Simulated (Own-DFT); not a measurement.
# Misfit strain and the stress it brings: wurtzite AlN, 72 atoms (Al36N36)

Source: density functional calculations with Own-DFT, an unreviewed in-house program that is no longer used. Nothing was measured or relaxed, and spin and spin-orbit coupling are left out.

Settings: PBE; PseudoDojo norm-conserving scalar-relativistic files; cutoff 42 hartree; 4 x 4 x 3 k mesh centred on Gamma; Gaussian smearing of 0.01 eV.

Caveats: k mesh not checked against a denser one; stress not checked against mesh or cutoff.

Unstrained cell vectors in Å: (9.336, 0.000, 0.000); (-4.668, 8.085, 0.000); (0.000, 0.000, 9.964). The unstrained cell has measured lattice constants (interpolated for alloys), not those of this functional. That, the random moves and any unrelaxed bonds set the pressure at no strain. Each run strains x and y alike by e, as a substrate would, and holds the height along z. Each atom got a random Gaussian move of width 0.05 Å along each axis. Stress is positive in tension.

```
e (%),u (Å),(s_xx + s_yy)/2 (GPa),s_zz (GPa)
-3.00,0.051,-25.82,-10.76
-2.75,0.052,-25.30,-9.25
-2.50,0.046,-22.84,-8.49
-2.00,0.052,-20.10,-7.92
-1.75,0.050,-16.53,-8.57
-1.50,0.051,-16.10,-6.20
1.25,0.050,0.12,-2.10
1.75,0.052,3.01,-3.61
2.00,0.052,?,?
2.25,0.050,6.23,-3.10
```

## Analysis

With e as a fraction, the in-plane stress is -6.7 + 599 e - 1795 e² GPa (errors 15 and 1207, scatter 0.72), and s_zz is -5.4 + 141 e GPa (slope ± 18, scatter 1.02). At e = 0 the first slope is C11 + C12 and the second 2 C13, both with the ions held to the strained lattice and at the cell's own pressure. A free layer would change its height as e changes, and the in-plane slope would drop by 2 C13²/C33 to the biaxial modulus. At fixed height, a misfit of 1 % moves the in-plane stress by about 6.0 GPa and s_zz by 1.4 GPa.

## Test on the hidden row

Question: what are the two stresses at e = 2.00 %?

Estimate: 4.5 and -2.6 GPa. The calculation gave 4.28 and -2.21 GPa.
